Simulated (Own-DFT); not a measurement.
# Energy and forces against displacement in monoclinic HfO2, 96 atoms (Hf32O64)

All numbers below are calculated, not measured. They come from Own-DFT, an in-house plane-wave density functional program, since retired, whose code no person has reviewed. Each row is one single-point run on a periodic cell that was not relaxed, without spin or spin-orbit coupling.

Settings of every run: PBE; PseudoDojo norm-conserving scalar-relativistic files; cutoff 72 hartree; 2 x 2 x 2 k mesh centred on Gamma; Fermi-Dirac smearing of 0.1 eV.

Known limits, some of them of some rows only: some atoms lie very close together; hafnium file: forces about 75 meV/angstrom off all-electron values; oxygen file: force components 24 meV/angstrom off all-electron in a glass; forces on such cells passed a denser k mesh, each cell not checked; stress not checked against mesh or cutoff.

Cell vectors in Å: (10.234, 0.000, 0.000); (0.000, 10.350, 0.000); (-1.696, 0.000, 10.445). In each run every atom was moved at random and independently from its ideal site; u is the rms move along one axis. E is the free energy for each atom above the fitted value at u = 0, and F the rms of the force components.

| run | u (Å) | E (meV/atom) | F (eV/Å) | largest force (eV/Å) | P (GPa) |
|---|---|---|---|---|---|
| 1 | 0.0200 | 9.6 | 0.438 | 1.71 | 3.83 |
| 2 | 0.0201 | 10.3 | 0.483 | 2.00 | 4.02 |
| 3 | 0.0206 | ? | ? | ? | ? |
| 4 | 0.0496 | 57.6 | 0.988 | 4.17 | 5.51 |
| 5 | 0.0505 | 68.4 | 1.124 | 4.83 | 6.65 |
| 6 | 0.0512 | 77.8 | 1.311 | 5.74 | 6.12 |
| 7 | 0.0770 | 143.9 | 1.727 | 9.36 | 9.10 |
| 8 | 0.0903 | 198.2 | 2.061 | 8.87 | 11.39 |
| 9 | 0.1136 | 314.8 | 2.607 | 10.55 | 15.51 |
| 10 | 0.2031 | 1179.9 | 6.583 | 28.81 | 41.76 |

## Worked fit

For small independent moves the energy grows as E = (3/2) K u², with K the mean stiffness felt by one atom. The runs with u up to 0.11 Å give K = 17.0 ± 0.8 eV/Å², with residuals divided by u² + 0.0006 Å², since the noise grows with the moves. The scatter is 5.9 meV/atom at u = 0.05 Å. The forces follow F = G u with G = 22.8 eV/Å²; no force at u = 0 is resolved. G exceeds K because the moves of its neighbours add to the force on an atom, and stiffness differs between atoms. At u = 0.203 Å the parabola gives 1051 meV/atom and the run 1180. The pressure follows P = 3.60 + 951 u² GPa: at fixed volume, shortened bonds push harder than stretched ones pull.

## Withheld run

Question: what energy and rms force should run 3 give?

The fit gives 11 ± 2 meV/atom and about 0.47 eV/Å. The calculation gave 9.3 meV/atom and 0.429 eV/Å.
